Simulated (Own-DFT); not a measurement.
SiGe3 (diamond-structure random alloy, atoms displaced), Al3GaN4 (wurtzite random alloy, strained, atoms displaced) (calculated)

A calculation, not a measurement: plane-wave density functional theory by an unreviewed code, no spin, of a simulated periodic cell, stress positive in tension, run twice, with PBE and with PBEsol, both on files made for PBE, so the change isn't that of files made for PBEsol, forces on such cells passed a denser k mesh, this cell's mesh not checked; the far tail of each file's local potential was reset to the Coulomb form; each entry is a single point on an unrelaxed cell, so the pressure reflects the starting lattice, mostly measured values (interpolated for alloys), from which strain is counted, and rises with the displacements; printed positions are rounded, which can move forces by about a meV/angstrom; the program, named Own-DFT, is a retired in-house code; no spin-orbit coupling; stress was not checked against mesh or cutoff. Program: Own-DFT development build.

Settings shared by all entries: functional PBE, then PBEsol; potential files PseudoDojo norm-conserving, scalar-relativistic, standard set; wave cutoff 42 hartree; occupations Fermi-Dirac; smearing width 0.1 eV.

(1) 
```xyz
64
Lattice="11.2025 0.0000 0.0000 0.0000 11.2025 0.0000 0.0000 0.0000 11.2025" Properties=species:S:1:pos:R:3:PBE_force_x:R:1:PBE_force_y:R:1:PBE_force_z:R:1:PBEsol_force_x:R:1:PBEsol_force_y:R:1:PBEsol_force_z:R:1 formula=SiGe3 k_mesh=3_x_3_x_3_centred_on_Gamma PBE_pressure=3.32 PBE_stress_xx=-3.31 PBE_stress_yy=-3.35 PBE_stress_zz=-3.3 PBE_stress_yz=0.01 PBE_stress_xz=0.05 PBE_stress_xy=-0.11 PBEsol_pressure=0.62 PBEsol_stress_xx=-0.61 PBEsol_stress_yy=-0.64 PBEsol_stress_zz=-0.6 PBEsol_stress_yz=0.02 PBEsol_stress_xz=0.05 PBEsol_stress_xy=-0.11 rms_change_of_force_components_from_PBE_to_PBEsol=0.043
Ge    11.2013    11.1946    11.1938      0.079     -0.085     -0.102      0.079     -0.081     -0.093
Ge     0.0480     2.8043     2.7465      -0.32      -0.38      1.381     -0.309     -0.353      1.326
Ge     2.8169    11.1889     2.8365     -0.503     -0.051       0.05     -0.446     -0.021      0.012
Ge     2.7715     2.8382    11.1892     -0.059      0.114     -0.068     -0.057      0.039     -0.061
Ge     1.3824     1.3968     1.4034      0.597      -0.36      -0.27      0.573      -0.34     -0.263
Ge     1.4141     4.2176     4.1939     -0.054      -0.25      0.333     -0.086     -0.209      0.277
Ge     4.1966     1.4021     4.2266     -0.124      0.324        0.2     -0.089      0.272      0.152
Si     4.1661     4.1768     1.3985      0.082      0.203     -0.013      0.077      0.194     -0.015
Si    11.1785     0.0136     5.6073       0.28     -0.776      0.067      0.274     -0.682      0.065
Ge     0.0109     2.7783     8.3684     -0.162      0.894      0.809     -0.184      0.831      0.748
Si     2.7617    11.1647     8.4097      0.703      0.279     -0.222      0.689      0.275     -0.217
Si     2.7986     2.8159     5.6023      0.077      0.108      0.246      0.034      0.063      0.197
Ge     1.3997     1.4115     7.0344      0.478     -0.685     -0.771      0.417     -0.624     -0.708
Si     1.4004     4.2654     9.7880     -0.242     -0.565     -0.128     -0.292     -0.603      -0.07
Ge     4.1931     1.3885     9.8292     -0.475     -0.432     -0.349     -0.423     -0.385     -0.305
Si     4.1595     4.2102     6.9857      0.161      -0.03      0.113      0.242     -0.024      0.113
Ge    11.1712     5.5879    11.1942      0.382      0.221     -0.274       0.34      0.246     -0.226
Ge     0.0027     8.4380     2.7995      0.157     -0.572      0.603      0.123     -0.585      0.539
Ge     2.7961     5.5944     2.7687      0.565      0.312      0.189      0.505      0.336      0.215
Ge     2.7456     8.3945     0.0547      0.954      0.203     -0.815      0.915      0.195     -0.784
Ge     1.3964     7.0221     1.3795     -0.637     -0.616      0.467     -0.614     -0.589      0.451
Si     1.4024     9.7837     4.1887     -0.171      0.487      0.734     -0.129       0.44      0.677
Ge     4.2531     7.0588     4.2037      -0.32     -1.091     -0.233     -0.307     -1.048     -0.224
Ge     4.2020     9.7715     1.4552      0.047      0.469     -0.682      0.044      0.456     -0.654
Ge    11.1552     5.6131     5.6132      0.657     -0.492     -0.181      0.628     -0.468     -0.175
Ge    11.1453     8.3868     8.3825      0.307       0.63     -0.124      0.329      0.563     -0.086
Si     2.7636     5.5589     8.4123      0.208      0.152      -0.58      0.212      0.239     -0.575
Ge     2.8386     8.3791     5.6155         -1      0.136     -0.509     -0.925      0.104     -0.467
Ge     1.3638     6.9842     6.9930      0.534     -0.213       0.45       0.48     -0.176      0.406
Ge     1.4230     9.7941     9.7914     -0.416     -0.034     -0.148     -0.441      -0.07     -0.095
Ge     4.1662     6.9963     9.7397     -0.006     -0.353      0.704     -0.015     -0.337      0.748
Ge     4.2021     9.7473     6.9828       -0.2      0.667      1.168       -0.2      0.647      1.059
Ge     5.6421     0.0103     0.0181     -0.633     -0.531     -0.074     -0.613     -0.507     -0.072
Ge     5.5706     2.8115     2.7725      0.099      0.386      0.503      0.102      0.303       0.49
Si     8.4320    11.1932     2.8087     -0.542      0.094      0.176      -0.53      0.093      0.174
Si     8.4213     2.7386     0.0239     -0.069      0.781      0.103      -0.07      0.767      0.101
Ge     6.9761     1.4151     1.3984       1.01     -0.254      0.437      0.904     -0.256       0.42
Si     7.0224     4.1603     4.2169     -0.352     -0.054     -0.407     -0.338      -0.05     -0.397
Ge     9.7595     1.4026     4.2544      0.589     -0.222      -0.78      0.564     -0.147      -0.75
Ge     9.8649     4.1707     1.4322     -1.206      0.019      -0.61     -1.127      0.046     -0.562
Ge     5.5773     0.0003     5.6550      0.457      0.115     -0.246      0.405      0.066     -0.277
Ge     5.5805     2.7794     8.4213      0.098      0.393     -0.579      0.094      0.378     -0.493
Ge     8.4286     0.0410     8.3683     -0.397     -0.534     -0.239     -0.382     -0.517     -0.163
Ge     8.4042     2.8303     5.6280     -1.045     -0.675     -0.218     -0.935     -0.649     -0.209
Si     6.9771     1.3961     6.9950      0.119        0.3      0.222      0.119      0.293      0.224
Ge     7.0339     4.2015     9.8366      0.264     -0.687     -0.037       0.22     -0.631     -0.066
Ge     9.7887     1.4063     9.8256      0.146       0.16     -0.066      0.179      0.111     -0.107
Ge     9.7746     4.1893     6.9545       0.46      0.205      0.906      0.442      0.199      0.874
Ge     5.6169     5.5358     0.0425     -0.378      0.805      0.061     -0.354      0.773     -0.007
Ge     5.6117     8.3909     2.7829      0.818      0.006      0.082      0.741      0.039      0.125
Ge     8.3643     5.5674     2.8233      0.101      0.267     -0.143      0.167      0.259     -0.133
Si     8.3513     8.3748     0.0219      0.398      0.127      0.045      0.437      0.177     -0.008
Si     7.0173     7.0139     1.3967      -0.13     -0.374     -0.017     -0.174     -0.416      0.031
Ge     7.0177     9.7801     4.2602      0.091       0.59      -0.78      0.059      0.537     -0.722
Ge     9.7944     6.9824     4.2643     -0.201      0.443     -0.971     -0.195      0.425     -0.929
Ge     9.8234     9.7975     1.4166      -0.95       0.07     -0.386     -0.846      0.065     -0.374
Ge     5.6740     5.5894     5.5697     -0.996     -0.643     -0.047     -0.959     -0.543     -0.039
Si     5.5444     8.4242     8.4540      0.575     -0.455     -0.786      0.563     -0.441      -0.77
Ge     8.4099     5.5991     8.3923      -0.37      0.169     -0.214     -0.354      0.161     -0.211
Ge     8.4328     8.4176     5.6489     -0.127     -0.107     -0.326     -0.175     -0.157     -0.357
Ge     6.9818     7.0155     6.9257     -0.131      0.364      1.605     -0.089      0.321      1.514
Ge     6.9925     9.7705     9.7953      0.266      0.075     -0.044      0.255      0.147     -0.034
Ge     9.7802     7.0203     9.7907      -0.41     -0.039      0.564      -0.36     -0.076      0.505
Si     9.7629     9.7740     6.9785      0.866      0.987      0.222      0.806      0.927      0.257
```

Units: PBE_pressure, PBE_stress_xx, PBE_stress_yy, PBE_stress_zz, PBE_stress_yz, PBE_stress_xz, PBE_stress_xy, PBEsol_pressure, PBEsol_stress_xx, PBEsol_stress_yy, PBEsol_stress_zz, PBEsol_stress_yz, PBEsol_stress_xz, PBEsol_stress_xy in GPa; rms_change_of_force_components_from_PBE_to_PBEsol, PBE_force_x, PBE_force_y, PBE_force_z, PBEsol_force_x, PBEsol_force_y, PBEsol_force_z in eV/Å.

(2) 
```xyz
72
Lattice="9.5816 0.0000 0.0000 -4.7908 8.2979 0.0000 0.0000 0.0000 10.0655" Properties=species:S:1:pos:R:3:PBE_force_x:R:1:PBE_force_y:R:1:PBE_force_z:R:1:PBEsol_force_x:R:1:PBEsol_force_y:R:1:PBEsol_force_z:R:1 formula=Al3GaN4 k_mesh=4_x_4_x_3_centred_on_Gamma PBE_pressure=-1.32 PBE_stress_xx=4.56 PBE_stress_yy=3.79 PBE_stress_zz=-4.38 PBE_stress_yz=-0.15 PBE_stress_xz=-0.08 PBE_stress_xy=-1.37 PBEsol_pressure=-4.28 PBEsol_stress_xx=7.49 PBEsol_stress_yy=6.71 PBEsol_stress_zz=-1.35 PBEsol_stress_yz=-0.17 PBEsol_stress_xz=-0.09 PBEsol_stress_xy=-1.38 rms_change_of_force_components_from_PBE_to_PBEsol=0.065
Al    -0.0725     1.9005    10.0131      0.927     -1.445      1.058      0.945     -1.457      1.059
Ga     1.6745     0.8877     2.4907     -2.494     -0.337      0.371     -2.424      -0.31      0.376
N     -0.0198     1.8565     1.9124     -0.564     -1.034     -0.649     -0.439     -0.931      -0.55
N      1.6143     0.9569     4.4154     -0.961     -0.477      0.563     -0.796     -0.524      0.492
Al     0.0043     1.8353     5.0473     -0.454     -0.119     -1.053     -0.466     -0.122      -1.08
Al     1.5380     0.9573     7.5820      0.674     -0.598     -1.071      0.668     -0.613     -1.103
N      0.0351     1.9645     6.9057     -0.638      -2.13      0.635     -0.648     -2.126      0.646
N      1.6153     0.9640     9.4363      -0.67      0.219      0.657     -0.685      0.073      0.728
Al    -1.5648     4.6019    10.0481      0.072     -0.329     -0.201       0.08     -0.319      -0.21
Ga    -0.0254     3.6888     2.5336      0.709     -0.362     -1.513      0.708     -0.345     -1.466
N     -1.5969     4.5632     1.9393     -1.681     -0.295     -1.407     -1.522     -0.218     -1.284
N      0.1093     3.6845     4.3559       -2.4     -0.688      2.847      -2.42     -0.704      2.615
Al    -1.5931     4.5773     5.0547     -0.072      0.208     -0.556     -0.077      0.195     -0.577
Al     0.0614     3.6629     7.5692     -0.382      1.392     -0.408     -0.383      1.414     -0.409
N     -1.5501     4.6767     6.9625      0.791     -0.929     -0.238      0.667     -1.007     -0.174
N      0.0744     3.6296     9.4427     -1.512      1.228     -0.142      -1.37      1.324     -0.076
Ga    -3.2350     7.4302     0.0398      0.323     -0.556     -1.478      0.307     -0.536      -1.42
Ga    -1.6128     6.3990     2.4395     -0.589      0.221       1.19     -0.575      0.218      1.182
N     -3.3180     7.2868     1.9173      2.374      1.388     -0.201      2.531      1.481     -0.298
N     -1.7034     6.4222     4.4274      4.038     -1.485     -0.607      3.846     -1.355     -0.662
Ga    -3.0947     7.3368     5.0706      -2.47      1.381     -0.052     -2.407      1.324     -0.056
Al    -1.5810     6.4468     7.5810      0.298      0.819     -0.626      0.274      0.834     -0.636
N     -3.2225     7.3270     6.9630       0.23      0.877      1.693      0.243      0.873      1.511
N     -1.4699     6.4587     9.4607     -1.348     -0.641      0.512     -1.442     -0.589      0.556
Al     3.1657     1.8293     0.0224      0.731      0.984     -1.723       0.73      0.972     -1.727
Al     4.8040     0.8412     2.4898     -0.464      1.396      0.007     -0.496       1.41     -0.003
N      3.1163     1.8504     1.8695      2.454     -0.482      0.138      2.286     -0.605      0.227
N      4.8366     0.8574     4.3875     -0.447      0.095     -0.013     -0.554      0.156      0.038
Ga     3.1769     1.8604     4.9791      0.789      0.042       0.67      0.763      0.029      0.652
Al     4.7997     0.9968     7.5431      0.055     -1.446       0.14      0.049     -1.449      0.118
N      3.1948     1.8443     7.0033     -0.115      0.031     -0.393     -0.138      0.024     -0.514
N      4.8579     0.9710     9.4495     -1.329     -0.781       0.78     -1.326      -0.78      0.784
Ga     1.6105     4.6913     0.0028      0.066     -1.792      0.366      0.058     -1.754      0.376
Al     3.1668     3.6036     2.4415     -0.424      2.227      0.148     -0.434      2.214      0.132
N      1.5319     4.6427     1.9183      1.443      0.542      0.956      1.305      0.467      0.849
N      3.2532     3.7304     4.3405     -1.801     -0.529      0.387     -1.654     -0.564      0.509
Al     1.5131     4.5759     5.0206      2.333       0.79     -0.475      2.358      0.798     -0.485
Al     3.2107     3.6763     7.5020      0.182      0.328      1.101      0.184      0.334      1.068
N      1.6239     4.5890     6.8869      0.123      0.264      0.858      0.118      0.265      0.865
N      3.2036     3.7559     9.4653      0.707     -1.135     -0.225      0.573     -1.049     -0.166
Al     0.0111     7.3703     0.0329      0.579      0.846     -1.145      0.571      0.855     -1.144
Al     1.6224     6.5413     2.5469     -0.541     -1.849     -0.322     -0.567     -1.847     -0.333
N     -0.0437     7.3767     1.8999       1.12      0.192      0.332      0.979      0.077       0.39
N      1.6139     6.4477     4.4518     -0.001     -0.786     -0.525      0.019     -0.803     -0.515
Al     0.1262     7.3422     5.0168     -2.326      0.377       0.71     -2.356      0.378      0.691
Al     1.6279     6.4397     7.5264     -0.724     -0.094      0.612     -0.726     -0.118      0.626
N      0.0382     7.3298     6.9425     -0.382      0.721      0.105     -0.375      0.724      0.119
N      1.6075     6.4657     9.5595     -0.298      1.529     -1.738     -0.304      1.321     -1.676
Al     6.3517     1.8821     0.0453      0.813     -0.663     -1.578      0.833     -0.671     -1.596
Al     7.9682     0.9285     2.5179      0.326      0.171       0.25      0.316      0.174      0.242
N      6.3331     1.8840     1.8772      0.235     -1.122      1.047      0.239     -1.128      1.064
N      7.8704     0.9030     4.4671      1.308      0.293     -0.442      1.287      0.289     -0.422
Al     6.3043     1.8757     5.0105      1.022     -1.272      0.688      0.993     -1.262        0.7
Al     7.8934     0.9116     7.5754      1.659     -0.562     -0.245      1.694     -0.555     -0.258
N      6.4234     1.7536     6.9588     -1.333      1.436     -0.909     -1.329       1.56     -0.873
N      8.0190     0.8689     9.4576     -0.769      0.274      0.694     -0.783      0.257      0.713
Al     4.8101     4.6685     0.0414     -0.361     -1.203     -1.636     -0.339     -1.203     -1.655
Al     6.3265     3.6502     2.4754       0.15      1.018      0.812      0.139      1.039      0.824
N      4.7157     4.6378     1.8652      0.946     -0.713      1.198      0.928     -0.704      1.218
N      6.3920     3.6158     4.4640      0.325      1.147     -0.857      0.211      1.233     -0.816
Ga     4.7449     4.6329     5.0550      1.302      0.523     -0.122      1.291      0.495     -0.129
Ga     6.4398     3.7153     7.5602      0.608     -1.087     -0.872      0.574     -1.047     -0.832
N      4.8806     4.6158     7.0619     -2.315      0.034     -1.353      -2.14     -0.074     -1.412
N      6.3872     3.6335     9.4145      0.546      1.273      2.721      0.535      1.278      2.512
Al     3.1622     7.3001     0.0988      0.847      1.122     -1.242      0.865       1.12     -1.245
Al     4.8306     6.4513     2.5180     -2.287     -1.084      0.495     -2.304     -1.104      0.476
N      3.1958     7.3573     1.9679      0.038      0.695     -0.021      0.061      0.692      0.004
N      4.8368     6.4893     4.3593     -1.353      0.075      1.417     -1.226      0.012      1.529
Al     3.1319     7.3533     5.0660      1.465      0.566     -0.821      1.476      0.554     -0.832
Al     4.7925     6.4034     7.5835     -0.293      1.132     -0.501     -0.299      1.149     -0.528
N      3.1228     7.3803     6.9333      1.441     -0.367      0.674      1.438     -0.356      0.686
N      4.7648     6.4232     9.4551     -0.249      0.537      0.526     -0.134      0.619      0.582
```

Units: PBE_pressure, PBE_stress_xx, PBE_stress_yy, PBE_stress_zz, PBE_stress_yz, PBE_stress_xz, PBE_stress_xy, PBEsol_pressure, PBEsol_stress_xx, PBEsol_stress_yy, PBEsol_stress_zz, PBEsol_stress_yz, PBEsol_stress_xz, PBEsol_stress_xy in GPa; rms_change_of_force_components_from_PBE_to_PBEsol, PBE_force_x, PBE_force_y, PBE_force_z, PBEsol_force_x, PBEsol_force_y, PBEsol_force_z in eV/Å.
